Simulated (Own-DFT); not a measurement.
# How strain changes the stress of diamond-structure SiGeSn with randomly placed atoms, 64 atoms (Ge44Si16Sn4)

Calculated results; nothing here was measured. The program, named Own-DFT, is a retired in-house plane-wave density functional code that no person has reviewed. Each row is one single-point run on a periodic cell that was not relaxed, without spin or spin-orbit coupling.

Settings of every run: PBEsol; PseudoDojo norm-conserving scalar-relativistic files, made for PBE; cutoff 49 hartree; 3 x 3 x 3 k mesh centred on Gamma; Fermi-Dirac smearing of 0.1 eV.

Known limits: forces on such cells moved up to 12 meV/angstrom on a denser k mesh; stress not checked against mesh or cutoff.

Unstrained cell vectors in Å: (11.306, 0.000, 0.000); (0.000, 11.306, 0.000); (0.000, 0.000, 11.306). The unstrained cell has measured lattice constants (interpolated for alloys), not those of this functional. That, the random moves and any unrelaxed bonds set the pressure at no strain. Each run strains this cell uniformly, with the atoms carried along. Every atom was also moved at random, by a Gaussian of width 0.05 Å on each axis. The random placing of the alloy's atoms differs from row to row. Strain is the symmetric tensor, in per cent. Stress is positive in tension, and the pressure is minus a third of its trace.

```
run,e_xx (%),e_yy (%),e_zz (%),s_xx (GPa),s_yy (GPa),s_zz (GPa),P (GPa),E (meV/atom)
1,-0.75,-0.75,0.00,-3.02,-3.13,-2.65,2.93,25.7
2,1.50,1.50,0.00,1.04,0.81,-0.13,-0.57,4.5
3,-1.75,-1.75,0.00,-5.15,-5.09,-3.99,4.74,43.9
4,0.50,0.50,0.00,-0.89,-0.92,-1.24,1.02,24.6
5,-0.25,-0.25,0.00,-1.97,-1.87,-1.73,1.86,5.5
6,2.25,2.25,0.00,2.07,2.19,0.59,-1.62,0.0
7,-3.00,-3.00,0.00,-8.06,-8.12,-5.99,7.39,80.7
8,2.75,2.75,0.00,2.52,2.50,0.83,-1.95,22.2
9,-1.50,-1.50,0.00,?,?,?,?,?
```

E is the free energy for each atom above the lowest run shown.

## Worked fit

The change of volume is close to e_xx + e_yy + e_zz. A straight line through the runs shown gives P = 2.01 - 81 x (fractional change of volume) GPa, with an error of 4 on the slope and a scatter of 0.43 GPa. The strain isn't the same on all axes, but the crystal is cubic, so the slope still estimates the bulk modulus, averaged over pressures from -2.0 to 7.4 GPa.

## Withheld run

Question: what pressure should run 9 give? Its volume changes by -2.98 %.

The line gives 4.4 GPa. The calculation gave 4.20 GPa.
